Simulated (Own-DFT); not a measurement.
Si4SnGe11 (diamond-structure random alloy, strained, atoms displaced), Si2SnGe5 (diamond-structure random alloy, strained, atoms displaced) (calculated)

All values are calculated (Own-DFT development build). A calculation, not a measurement: plane-wave density functional theory by an unreviewed code, no spin, of a simulated periodic cell, stress positive in tension, run twice, with PBE and with PBEsol, both on files made for PBE, so the change isn't that of files made for PBEsol, forces on such cells moved up to 12 meV/angstrom on a denser k mesh; the far tail of each file's local potential was reset to the Coulomb form; each entry is a single point on an unrelaxed cell, so the pressure reflects the starting lattice, mostly measured values (interpolated for alloys), from which strain is counted, and rises with the displacements; printed positions are rounded, which can move forces by about a meV/angstrom; the program, named Own-DFT, is a retired in-house code; no spin-orbit coupling; stress was not checked against mesh or cutoff.

Settings shared by all entries: functional PBE, then PBEsol; potential files PseudoDojo norm-conserving, scalar-relativistic, standard set; wave cutoff 49 hartree; occupations Fermi-Dirac; smearing width 0.1 eV; k mesh 3 x 3 x 3 centred on Gamma.

```json
{"entry": 1, "formula": "Si4SnGe11", "kind": "diamond-structure random alloy, strained, atoms displaced", "structure": {"cell_angstrom": [[11.0802, 0.0, 0.0], [0.0, 11.0802, 0.0], [0.0, 0.0, 11.3064]], "atoms_fractional": [["Si", 0.00347, 0.00313, 0.00069], ["Ge", 0.00194, 0.24736, 0.24619], ["Ge", 0.24039, 0.99904, 0.25438], ["Si", 0.24568, 0.25025, 0.00167], ["Ge", 0.12334, 0.12432, 0.13133], ["Ge", 0.12048, 0.38264, 0.38292], ["Ge", 0.37555, 0.12099, 0.37919], ["Ge", 0.37323, 0.37424, 0.1265], ["Ge", 0.00356, 0.99989, 0.49447], ["Sn", 0.99134, 0.25199, 0.75479], ["Si", 0.23755, 0.01075, 0.75038], ["Ge", 0.2449, 0.24791, 0.50153], ["Si", 0.13094, 0.13298, 0.62244], ["Ge", 0.12904, 0.37079, 0.87181], ["Ge", 0.38063, 0.1213, 0.87141], ["Ge", 0.36413, 0.37479, 0.61812], ["Ge", 0.99905, 0.49095, 0.9989], ["Sn", 0.00342, 0.75254, 0.2468], ["Ge", 0.24928, 0.49797, 0.25174], ["Ge", 0.25265, 0.75346, 0.01313], ["Ge", 0.12567, 0.62382, 0.12808], ["Ge", 0.13032, 0.88222, 0.37316], ["Ge", 0.37433, 0.62303, 0.36991], ["Ge", 0.38386, 0.87911, 0.12492], ["Ge", 0.00052, 0.49984, 0.50199], ["Ge", 0.01431, 0.74599, 0.7466], ["Ge", 0.25386, 0.49843, 0.75839], ["Si", 0.24647, 0.74867, 0.50515], ["Ge", 0.13243, 0.62249, 0.61871], ["Ge", 0.12336, 0.87683, 0.87204], ["Ge", 0.36852, 0.62611, 0.86907], ["Ge", 0.37628, 0.88042, 0.62489], ["Ge", 0.49369, 0.99841, 0.00442], ["Sn", 0.50079, 0.25352, 0.24979], ["Si", 0.7538, 0.99864, 0.24393], ["Ge", 0.75261, 0.25213, 0.00074], ["Si", 0.62155, 0.13099, 0.12714], ["Ge", 0.63069, 0.37604, 0.3796], ["Ge", 0.87588, 0.12671, 0.37517], ["Si", 0.87595, 0.37696, 0.11896], ["Si", 0.49934, 0.00022, 0.49328], ["Ge", 0.5072, 0.25358, 0.75193], ["Ge", 0.75416, 0.99934, 0.74721], ["Si", 0.74204, 0.25106, 0.49863], ["Si", 0.63268, 0.12838, 0.62151], ["Ge", 0.62469, 0.38465, 0.87263], ["Si", 0.87103, 0.12771, 0.8692], ["Si", 0.87226, 0.37212, 0.62838], ["Ge", 0.49382, 0.49118, 0.00315], ["Ge", 0.5105, 0.75272, 0.25116], ["Si", 0.74584, 0.50048, 0.24851], ["Ge", 0.74934, 0.74681, 0.99981], ["Ge", 0.61768, 0.62927, 0.12787], ["Ge", 0.62191, 0.87291, 0.37965], ["Ge", 0.87768, 0.62933, 0.37463], ["Ge", 0.87205, 0.87168, 0.12877], ["Si", 0.49917, 0.50109, 0.5021], ["Ge", 0.49745, 0.74924, 0.75159], ["Si", 0.76047, 0.49727, 0.74403], ["Ge", 0.74315, 0.7386, 0.49673], ["Ge", 0.62627, 0.62866, 0.61982], ["Ge", 0.62569, 0.87384, 0.87648], ["Sn", 0.87016, 0.62021, 0.87024], ["Ge", 0.8702, 0.88485, 0.61934]]}, "results": {"PBE_pressure [GPa]": 7.94, "PBE_stress_xx [GPa]": -8.3, "PBE_stress_yy [GPa]": -8.5, "PBE_stress_zz [GPa]": -7.01, "PBE_stress_yz [GPa]": 0.15, "PBE_stress_xz [GPa]": 0.93, "PBE_stress_xy [GPa]": -0.51, "PBEsol_pressure [GPa]": 5.06, "PBEsol_stress_xx [GPa]": -5.42, "PBEsol_stress_yy [GPa]": -5.62, "PBEsol_stress_zz [GPa]": -4.14, "PBEsol_stress_yz [GPa]": 0.16, "PBEsol_stress_xz [GPa]": 0.89, "PBEsol_stress_xy [GPa]": -0.48, "force_element": ["Si", "Ge", "Ge", "Si", "Ge", "Ge", "Ge", "Ge", "Ge", "Sn", "Si", "Ge", "Si", "Ge", "Ge", "Ge", "Ge", "Sn", "Ge", "Ge", "Ge", "Ge", "Ge", "Ge", "Ge", "Ge", "Ge", "Si", "Ge", "Ge", "Ge", "Ge", "Ge", "Sn", "Si", "Ge", "Si", "Ge", "Ge", "Si", "Si", "Ge", "Ge", "Si", "Si", "Ge", "Si", "Si", "Ge", "Ge", "Si", "Ge", "Ge", "Ge", "Ge", "Ge", "Si", "Ge", "Si", "Ge", "Ge", "Ge", "Sn", "Ge"], "PBE_force_x [eV/angstrom]": [-1.249, -0.979, 2.52, 0.883, 0.378, 0.507, -1.108, -2.11, 0.145, 1.52, 1.335, 0.373, -1.178, 0.739, -1.248, 1.694, 1.262, 0.28, -0.158, -0.128, 0.797, -0.004, 0.356, -1.245, -1.459, -1.136, -0.726, 1.33, -0.077, 0.558, 0.882, -0.854, 1.872, -0.103, -1.197, -0.535, 1.923, 0.019, -0.755, -0.439, 0.613, -0.542, -0.979, 1.713, -1.168, 1.024, -0.96, -1.254, 0.179, -1.816, 0.965, -0.933, 0.918, 1.168, -1.203, -0.731, -0.187, 0.401, -2.843, 1.27, -0.872, -0.248, 1.726, 1.07], "PBE_force_y [eV/angstrom]": [-0.1, 1.571, 0.761, -0.643, -0.013, -1.457, -0.228, 0.257, 0.983, -0.53, -0.611, 0.158, -1.529, 0.78, 0.715, 0.321, 0.209, 0.248, -0.012, -0.085, -1.806, -1.487, 0.738, -0.7, 0.332, 1.006, -0.317, 0.818, -0.551, 0.428, 0.523, 0.237, 1.219, -0.332, 0.71, -0.312, -2.156, 1.606, 0.042, -0.298, 0.238, -0.31, 0.752, -0.164, -0.637, -0.319, -2.208, 0.95, 1.786, 0.183, 0.046, 0.95, -1.46, 1.079, -1.942, 1.878, -0.085, 0.299, -0.945, 1.948, -1.724, 0.334, 0.931, -2.077], "PBE_force_z [eV/angstrom]": [-0.421, 0.695, -1.093, -0.108, -1.602, -1.395, 0.093, -1.19, 0.941, -1.427, -0.304, -1.047, 0.098, 1.789, 0.226, 0.936, 0.584, 1.105, -0.036, -1.558, -1.613, 2.179, 1.035, 1.789, 0.874, -0.951, -1.686, -1.267, 0.847, 0.986, 2.017, 0.101, -0.887, 1.224, 0.828, -0.341, -1.493, 0.507, -0.287, 1.497, 1.571, -1.152, 0.523, 0.585, 0.04, 0.016, 2.847, -2.489, -0.672, 0.412, -0.171, 1.044, -0.847, -0.525, 0.346, -2.326, -0.331, -0.442, -1.677, -0.168, 1.638, 0.031, 0.378, -0.275], "PBEsol_force_x [eV/angstrom]": [-1.19, -0.916, 2.43, 0.868, 0.364, 0.502, -1.128, -2.011, 0.104, 1.552, 1.356, 0.41, -1.195, 0.678, -1.15, 1.599, 1.265, 0.266, -0.147, -0.122, 0.787, -0.038, 0.336, -1.206, -1.36, -1.091, -0.706, 1.305, -0.129, 0.535, 0.856, -0.805, 1.775, -0.157, -1.13, -0.551, 1.849, -0.026, -0.654, -0.393, 0.566, -0.554, -0.94, 1.694, -1.157, 0.946, -0.983, -1.143, 0.176, -1.756, 0.904, -0.914, 0.86, 1.137, -1.146, -0.696, -0.184, 0.388, -2.845, 1.219, -0.83, -0.244, 1.734, 1.036], "PBEsol_force_y [eV/angstrom]": [-0.132, 1.472, 0.744, -0.628, -0.011, -1.404, -0.18, 0.298, 0.928, -0.462, -0.656, 0.212, -1.448, 0.81, 0.699, 0.286, 0.238, 0.24, 0.002, -0.091, -1.747, -1.39, 0.707, -0.684, 0.355, 0.974, -0.31, 0.8, -0.573, 0.348, 0.494, 0.192, 1.145, -0.269, 0.652, -0.272, -2.079, 1.535, 0.032, -0.325, 0.194, -0.277, 0.66, -0.141, -0.65, -0.349, -2.136, 0.914, 1.726, 0.173, 0.08, 0.927, -1.367, 0.961, -1.854, 1.749, -0.081, 0.292, -0.875, 1.889, -1.601, 0.307, 0.958, -2.0], "PBEsol_force_z [eV/angstrom]": [-0.374, 0.707, -1.046, -0.103, -1.465, -1.352, 0.047, -1.124, 0.872, -1.352, -0.235, -1.048, 0.032, 1.705, 0.234, 0.939, 0.522, 1.075, -0.034, -1.509, -1.558, 2.069, 0.934, 1.716, 0.81, -0.912, -1.64, -1.238, 0.867, 0.948, 1.946, 0.131, -0.887, 1.24, 0.845, -0.369, -1.504, 0.452, -0.285, 1.42, 1.508, -1.066, 0.491, 0.477, 0.128, 0.05, 2.762, -2.465, -0.647, 0.39, -0.129, 1.019, -0.844, -0.534, 0.375, -2.265, -0.327, -0.429, -1.588, -0.162, 1.577, 0.034, 0.436, -0.266], "rms_change_of_force_components_from_PBE_to_PBEsol [eV/angstrom]": 0.053}}
{"entry": 2, "formula": "Si2SnGe5", "kind": "diamond-structure random alloy, strained, atoms displaced", "structure": {"cell_angstrom": [[11.6955, 0.0, 0.0], [0.0, 11.6955, 0.0], [0.0, 0.0, 11.4103]], "atoms_fractional": [["Si", 0.00319, 0.9939, 0.00072], ["Sn", 0.00386, 0.24355, 0.24721], ["Si", 0.23784, 0.99971, 0.25163], ["Sn", 0.25388, 0.25046, 0.00108], ["Ge", 0.12285, 0.12277, 0.1181], ["Ge", 0.12996, 0.37731, 0.37254], ["Si", 0.38503, 0.11488, 0.37466], ["Ge", 0.38085, 0.37277, 0.12098], ["Si", 0.99472, 0.00101, 0.49195], ["Sn", 0.00392, 0.25455, 0.75936], ["Ge", 0.25272, 0.00097, 0.75445], ["Ge", 0.25362, 0.25258, 0.50465], ["Si", 0.12963, 0.11967, 0.62579], ["Sn", 0.12974, 0.3788, 0.88164], ["Ge", 0.36865, 0.11798, 0.87406], ["Ge", 0.36787, 0.37665, 0.62654], ["Ge", 0.99924, 0.50197, 0.99584], ["Ge", 0.99621, 0.74853, 0.24335], ["Sn", 0.25384, 0.50348, 0.25282], ["Si", 0.25358, 0.75018, 0.99907], ["Si", 0.12752, 0.62969, 0.12664], ["Ge", 0.12329, 0.87554, 0.3747], ["Si", 0.37633, 0.62441, 0.37491], ["Si", 0.38428, 0.86983, 0.12286], ["Ge", 0.00074, 0.49549, 0.50356], ["Ge", 0.99729, 0.75076, 0.75186], ["Ge", 0.24814, 0.49279, 0.75466], ["Si", 0.25225, 0.74476, 0.50892], ["Si", 0.13171, 0.62586, 0.62126], ["Sn", 0.12488, 0.87452, 0.88193], ["Ge", 0.37359, 0.62778, 0.88302], ["Ge", 0.38036, 0.88037, 0.62916], ["Ge", 0.50597, 0.0077, 0.99529], ["Ge", 0.49897, 0.24717, 0.24722], ["Ge", 0.75475, 0.99922, 0.25625], ["Ge", 0.75021, 0.25122, 0.99634], ["Ge", 0.62162, 0.11986, 0.12257], ["Ge", 0.62924, 0.38021, 0.37028], ["Si", 0.87051, 0.12717, 0.37376], ["Sn", 0.87692, 0.37957, 0.1265], ["Ge", 0.49109, 0.99408, 0.49551], ["Ge", 0.49744, 0.24859, 0.75129], ["Ge", 0.75071, 0.99364, 0.75276], ["Si", 0.76065, 0.2481, 0.50078], ["Ge", 0.62032, 0.12773, 0.62639], ["Ge", 0.62827, 0.37531, 0.87712], ["Si", 0.87758, 0.1138, 0.87254], ["Ge", 0.8693, 0.36831, 0.61997], ["Ge", 0.49895, 0.49696, 0.99875], ["Sn", 0.48661, 0.7521, 0.24425], ["Ge", 0.75365, 0.49823, 0.2524], ["Ge", 0.75248, 0.74934, 0.00539], ["Ge", 0.62572, 0.61808, 0.12345], ["Si", 0.63011, 0.88569, 0.37839], ["Ge", 0.86918, 0.63029, 0.37693], ["Ge", 0.87369, 0.87358, 0.13092], ["Ge", 0.5, 0.50548, 0.49792], ["Ge", 0.49284, 0.75198, 0.74593], ["Ge", 0.75122, 0.4957, 0.74942], ["Ge", 0.75011, 0.76056, 0.49653], ["Si", 0.61938, 0.62721, 0.62377], ["Ge", 0.62301, 0.87741, 0.87746], ["Ge", 0.87899, 0.62704, 0.87717], ["Ge", 0.87396, 0.87287, 0.62395]]}, "results": {"PBE_pressure [GPa]": 1.34, "PBE_stress_xx [GPa]": -0.74, "PBE_stress_yy [GPa]": -0.96, "PBE_stress_zz [GPa]": -2.33, "PBE_stress_yz [GPa]": 0.26, "PBE_stress_xz [GPa]": -0.12, "PBE_stress_xy [GPa]": 0.16, "PBEsol_pressure [GPa]": -1.05, "PBEsol_stress_xx [GPa]": 1.64, "PBEsol_stress_yy [GPa]": 1.44, "PBEsol_stress_zz [GPa]": 0.07, "PBEsol_stress_yz [GPa]": 0.27, "PBEsol_stress_xz [GPa]": -0.13, "PBEsol_stress_xy [GPa]": 0.15, "force_element": ["Si", "Sn", "Si", "Sn", "Ge", "Ge", "Si", "Ge", "Si", "Sn", "Ge", "Ge", "Si", "Sn", "Ge", "Ge", "Ge", "Ge", "Sn", "Si", "Si", "Ge", "Si", "Si", "Ge", "Ge", "Ge", "Si", "Si", "Sn", "Ge", "Ge", "Ge", "Ge", "Ge", "Ge", "Ge", "Ge", "Si", "Sn", "Ge", "Ge", "Ge", "Si", "Ge", "Ge", "Si", "Ge", "Ge", "Sn", "Ge", "Ge", "Ge", "Si", "Ge", "Ge", "Ge", "Ge", "Ge", "Ge", "Si", "Ge", "Ge", "Ge"], "PBE_force_x [eV/angstrom]": [-1.961, 0.379, 1.726, 1.075, 0.333, -0.579, -1.907, 0.936, 0.329, -1.592, -0.263, -0.205, -0.2, -0.569, 1.663, 1.18, 0.427, 0.681, 0.041, 0.601, -0.576, -0.094, -0.238, -3.156, 0.075, 0.196, 1.242, 0.316, -0.685, 0.468, -0.172, -1.372, -1.087, 0.402, -0.619, -0.123, 1.054, -0.212, 0.096, -0.648, 1.65, -0.148, -0.13, -1.667, 0.637, -0.593, -0.401, 0.383, 0.553, 3.014, -1.025, -0.518, 0.328, -0.567, 0.696, 0.35, -0.059, 1.03, -0.384, -0.919, 0.642, 0.208, -0.601, 0.555], "PBE_force_y [eV/angstrom]": [1.483, -0.359, -0.084, -1.666, -2.058, -0.822, 1.07, 0.419, 0.216, -2.444, 0.062, -1.252, -0.053, 1.744, 0.301, 0.106, 2.115, -0.263, 0.058, -0.556, 0.496, -0.512, 0.641, 3.008, 0.728, -0.888, 2.637, 0.518, -0.424, -0.556, -0.351, -0.639, -1.193, -0.212, 0.414, -1.485, 0.866, -1.092, -0.65, 0.079, 0.437, 0.378, 0.598, -0.387, -0.367, -0.238, -0.093, 0.863, 0.259, -0.997, 1.518, -0.015, -0.054, -0.588, -0.429, 0.524, -0.276, -0.566, 0.852, -0.728, 0.177, -0.788, -0.113, 0.63], "PBE_force_z [eV/angstrom]": [1.052, 1.502, -0.428, 1.112, 0.145, 1.655, -0.717, 0.937, 0.757, -2.135, -1.489, -0.726, -0.775, 0.353, -0.443, 0.036, 0.981, 0.749, -0.947, 1.766, -1.253, 0.397, 2.21, -2.35, -0.254, -1.284, -1.557, -0.864, 0.831, -0.728, -0.828, -0.347, 0.262, 0.545, -0.271, -0.316, 0.538, 0.852, 1.044, -1.142, 0.262, 0.164, -0.323, -0.713, -0.518, -0.503, 1.057, 0.248, -0.166, 1.964, 0.551, -0.378, 0.02, -0.162, -0.005, -0.691, 0.215, 0.729, -0.35, 0.423, 0.062, -0.227, -0.391, -0.137], "PBEsol_force_x [eV/angstrom]": [-1.886, 0.409, 1.628, 1.039, 0.324, -0.559, -1.831, 0.912, 0.328, -1.539, -0.21, -0.191, -0.159, -0.556, 1.613, 1.121, 0.387, 0.614, 0.026, 0.593, -0.602, -0.126, -0.2, -3.038, 0.049, 0.154, 1.231, 0.333, -0.717, 0.46, -0.136, -1.295, -1.02, 0.42, -0.599, -0.156, 1.005, -0.215, 0.095, -0.63, 1.597, -0.143, -0.157, -1.666, 0.588, -0.568, -0.426, 0.416, 0.537, 2.988, -1.004, -0.498, 0.323, -0.547, 0.668, 0.322, -0.058, 0.965, -0.352, -0.822, 0.624, 0.205, -0.564, 0.5], "PBEsol_force_y [eV/angstrom]": [1.429, -0.305, -0.086, -1.62, -1.929, -0.798, 1.069, 0.402, 0.144, -2.311, 0.048, -1.145, -0.023, 1.696, 0.292, 0.091, 2.027, -0.218, -0.026, -0.55, 0.456, -0.519, 0.592, 2.959, 0.67, -0.837, 2.518, 0.578, -0.467, -0.545, -0.378, -0.598, -1.135, -0.179, 0.389, -1.403, 0.849, -1.022, -0.647, 0.083, 0.407, 0.356, 0.539, -0.333, -0.372, -0.236, -0.059, 0.883, 0.25, -1.022, 1.469, -0.02, -0.058, -0.569, -0.412, 0.465, -0.314, -0.507, 0.79, -0.709, 0.171, -0.739, -0.111, 0.58], "PBEsol_force_z [eV/angstrom]": [1.063, 1.411, -0.425, 1.077, 0.149, 1.608, -0.677, 0.9, 0.742, -2.074, -1.405, -0.69, -0.727, 0.332, -0.433, 0.041, 0.928, 0.752, -0.922, 1.668, -1.2, 0.357, 2.136, -2.303, -0.273, -1.211, -1.488, -0.859, 0.858, -0.788, -0.83, -0.306, 0.236, 0.484, -0.323, -0.288, 0.504, 0.792, 0.942, -1.115, 0.326, 0.153, -0.333, -0.653, -0.465, -0.477, 1.003, 0.282, -0.152, 1.897, 0.533, -0.36, 0.013, -0.15, -0.021, -0.636, 0.201, 0.727, -0.311, 0.418, 0.057, -0.224, -0.368, -0.107], "rms_change_of_force_components_from_PBE_to_PBEsol [eV/angstrom]": 0.046}}
{"entry": 3, "formula": "Si2SnGe5", "kind": "diamond-structure random alloy, strained, atoms displaced", "structure": {"cell_angstrom": [[11.6955, 0.0, 0.0], [0.0, 11.6955, 0.0], [0.0, 0.0, 11.4103]], "atoms_fractional": [["Si", 0.00549, 0.00246, 0.9967], ["Ge", 0.99869, 0.24606, 0.24144], ["Ge", 0.2416, 0.00498, 0.25274], ["Ge", 0.25073, 0.25803, 0.99812], ["Ge", 0.12919, 0.12664, 0.12129], ["Ge", 0.11985, 0.38212, 0.37274], ["Sn", 0.38118, 0.12851, 0.37323], ["Sn", 0.37128, 0.37569, 0.12483], ["Ge", 0.99963, 0.99907, 0.49695], ["Si", 0.00239, 0.25111, 0.75965], ["Ge", 0.2468, 0.00101, 0.74639], ["Ge", 0.25831, 0.24826, 0.50184], ["Ge", 0.12063, 0.13133, 0.62591], ["Ge", 0.12442, 0.3739, 0.87856], ["Si", 0.37591, 0.12586, 0.87843], ["Si", 0.37862, 0.36994, 0.61692], ["Ge", 0.99246, 0.49533, 0.0028], ["Ge", 0.9976, 0.75289, 0.24604], ["Ge", 0.24823, 0.49994, 0.24871], ["Ge", 0.25476, 0.75195, 0.99284], ["Sn", 0.1242, 0.62361, 0.11852], ["Ge", 0.12916, 0.87125, 0.37845], ["Ge", 0.3746, 0.61407, 0.37257], ["Ge", 0.37452, 0.87752, 0.12783], ["Si", 0.99655, 0.50736, 0.50106], ["Sn", 0.00371, 0.75936, 0.74654], ["Ge", 0.25058, 0.50169, 0.75436], ["Ge", 0.24614, 0.75125, 0.49662], ["Ge", 0.11639, 0.62144, 0.62706], ["Ge", 0.1304, 0.87682, 0.87123], ["Si", 0.37192, 0.62629, 0.8739], ["Sn", 0.37509, 0.87705, 0.62364], ["Ge", 0.50478, 0.00841, 0.99776], ["Ge", 0.50322, 0.2458, 0.24942], ["Si", 0.74205, 0.99917, 0.2512], ["Si", 0.74206, 0.2464, 0.00475], ["Sn", 0.62808, 0.12737, 0.12852], ["Si", 0.61999, 0.37333, 0.37673], ["Ge", 0.87037, 0.12884, 0.37449], ["Ge", 0.86761, 0.36717, 0.12811], ["Si", 0.50148, 0.00124, 0.49624], ["Ge", 0.50243, 0.24825, 0.74386], ["Ge", 0.75721, 0.99275, 0.75354], ["Ge", 0.74781, 0.25666, 0.49846], ["Ge", 0.62266, 0.13106, 0.62287], ["Si", 0.6271, 0.37507, 0.87117], ["Si", 0.88006, 0.12596, 0.86974], ["Si", 0.8693, 0.37502, 0.62553], ["Ge", 0.50186, 0.49829, 0.00223], ["Ge", 0.49434, 0.74178, 0.24857], ["Si", 0.75565, 0.49856, 0.24711], ["Ge", 0.75066, 0.75204, 0.99727], ["Sn", 0.62819, 0.63137, 0.12609], ["Ge", 0.63178, 0.87678, 0.37552], ["Ge", 0.88008, 0.62896, 0.37965], ["Ge", 0.8753, 0.87253, 0.12348], ["Si", 0.49788, 0.50938, 0.50506], ["Ge", 0.49752, 0.74885, 0.74822], ["Si", 0.7434, 0.50031, 0.74685], ["Ge", 0.74905, 0.74691, 0.50045], ["Ge", 0.62345, 0.63134, 0.62142], ["Sn", 0.62808, 0.87958, 0.87874], ["Ge", 0.87912, 0.63035, 0.87395], ["Ge", 0.88032, 0.87895, 0.6235]]}, "results": {"PBE_pressure [GPa]": 1.13, "PBE_stress_xx [GPa]": -0.68, "PBE_stress_yy [GPa]": -0.57, "PBE_stress_zz [GPa]": -2.14, "PBE_stress_yz [GPa]": 0.27, "PBE_stress_xz [GPa]": 0.23, "PBE_stress_xy [GPa]": 0.24, "PBEsol_pressure [GPa]": -1.27, "PBEsol_stress_xx [GPa]": 1.72, "PBEsol_stress_yy [GPa]": 1.81, "PBEsol_stress_zz [GPa]": 0.26, "PBEsol_stress_yz [GPa]": 0.27, "PBEsol_stress_xz [GPa]": 0.21, "PBEsol_stress_xy [GPa]": 0.22, "force_element": ["Si", "Ge", "Ge", "Ge", "Ge", "Ge", "Sn", "Sn", "Ge", "Si", "Ge", "Ge", "Ge", "Ge", "Si", "Si", "Ge", "Ge", "Ge", "Ge", "Sn", "Ge", "Ge", "Ge", "Si", "Sn", "Ge", "Ge", "Ge", "Ge", "Si", "Sn", "Ge", "Ge", "Si", "Si", "Sn", "Si", "Ge", "Ge", "Si", "Ge", "Ge", "Ge", "Ge", "Si", "Si", "Si", "Ge", "Ge", "Si", "Ge", "Sn", "Ge", "Ge", "Ge", "Si", "Ge", "Si", "Ge", "Ge", "Sn", "Ge", "Ge"], "PBE_force_x [eV/angstrom]": [-0.439, 0.137, 0.194, -0.577, -0.482, -0.038, -0.599, 1.058, 0.136, -0.69, -0.169, -1.789, 0.047, -0.428, -0.3, 0.163, -0.706, -0.033, -0.372, 0.554, 0.082, -0.997, -0.246, -0.048, -0.226, -0.178, 0.26, 0.068, 1.476, 0.509, 0.761, 0.166, -2.29, 0.475, 2.061, 1.957, -0.058, 0.284, 0.005, -0.127, 1.692, -0.666, 0.687, -0.077, 0.733, -0.117, -0.281, 0.695, 0.133, -0.599, -0.135, 1.821, 0.478, -1.124, -0.491, -0.177, 0.191, 0.156, 0.622, 0.586, -0.108, -0.881, -1.218, -1.521], "PBE_force_y [eV/angstrom]": [-0.011, 0.217, -0.918, -2.05, -0.144, -0.577, -1.176, -0.053, 0.584, 0.269, 1.503, 1.302, -0.097, 0.459, 0.226, 1.175, -0.772, 0.427, 0.072, 0.556, 0.489, 0.528, 0.829, 0.209, -1.157, -0.737, -0.508, -1.751, -0.671, 1.18, -0.304, 0.124, -0.209, 2.409, -0.857, 1.513, -0.761, 1.173, -0.579, 0.319, -0.22, 0.607, 2.161, 0.016, -1.288, -0.146, -0.083, 0.529, 0.371, 1.669, -0.587, -0.263, -1.203, -0.282, -0.555, 1.245, -1.509, -1.116, -0.02, 0.762, -0.864, -0.692, -1.278, 0.513], "PBE_force_z [eV/angstrom]": [-0.07, 0.768, -0.505, -1.066, -0.525, 0.512, 0.185, 0.609, -0.158, -0.999, 1.062, 0.473, 0.124, -0.363, -0.703, 0.872, -0.783, 1.025, 1.331, -0.158, 0.066, -0.815, 0.555, -0.286, 0.32, 0.453, -0.739, -0.02, -0.973, 1.372, 0.051, -0.585, 0.304, 0.583, 0.621, -2.47, 0.022, -0.202, -0.343, -0.524, 0.37, 0.968, -1.377, 0.1, -0.275, 0.245, 1.01, 0.394, -2.028, 1.319, 1.52, 0.178, -0.044, 0.03, -0.733, -0.096, -0.472, 0.77, 0.162, -0.075, 0.606, -0.598, 0.16, -1.156], "PBEsol_force_x [eV/angstrom]": [-0.395, 0.125, 0.196, -0.591, -0.444, 0.0, -0.622, 1.021, 0.131, -0.6, -0.194, -1.752, 0.089, -0.376, -0.291, 0.131, -0.666, -0.042, -0.353, 0.501, 0.078, -0.964, -0.27, -0.049, -0.194, -0.169, 0.19, 0.055, 1.456, 0.522, 0.739, 0.118, -2.18, 0.426, 2.016, 1.92, -0.156, 0.277, 0.027, -0.053, 1.662, -0.607, 0.648, -0.081, 0.716, -0.181, -0.321, 0.655, 0.114, -0.582, -0.1, 1.768, 0.421, -1.086, -0.481, -0.171, 0.19, 0.177, 0.606, 0.566, -0.1, -0.839, -1.162, -1.467], "PBEsol_force_y [eV/angstrom]": [-0.045, 0.22, -0.886, -1.95, -0.11, -0.57, -1.096, -0.045, 0.555, 0.28, 1.416, 1.22, -0.14, 0.473, 0.218, 1.102, -0.741, 0.412, 0.066, 0.57, 0.467, 0.515, 0.836, 0.19, -1.093, -0.717, -0.494, -1.678, -0.606, 1.117, -0.296, 0.085, -0.232, 2.299, -0.846, 1.478, -0.742, 1.083, -0.536, 0.307, -0.212, 0.551, 2.054, -0.051, -1.203, -0.148, -0.126, 0.482, 0.362, 1.609, -0.554, -0.248, -1.131, -0.327, -0.474, 1.141, -1.405, -1.051, 0.055, 0.738, -0.768, -0.669, -1.206, 0.5], "PBEsol_force_z [eV/angstrom]": [-0.044, 0.738, -0.493, -1.0, -0.468, 0.45, 0.143, 0.586, -0.14, -0.985, 1.009, 0.429, 0.095, -0.31, -0.688, 0.876, -0.759, 0.994, 1.292, -0.132, 0.072, -0.783, 0.489, -0.279, 0.283, 0.439, -0.71, -0.025, -0.91, 1.291, 0.055, -0.529, 0.323, 0.544, 0.615, -2.36, 0.03, -0.201, -0.312, -0.505, 0.363, 0.9, -1.353, 0.096, -0.248, 0.25, 0.97, 0.35, -1.913, 1.265, 1.461, 0.18, -0.079, 0.045, -0.714, -0.092, -0.465, 0.71, 0.148, -0.078, 0.585, -0.58, 0.186, -1.105], "rms_change_of_force_components_from_PBE_to_PBEsol [eV/angstrom]": 0.045}}
```
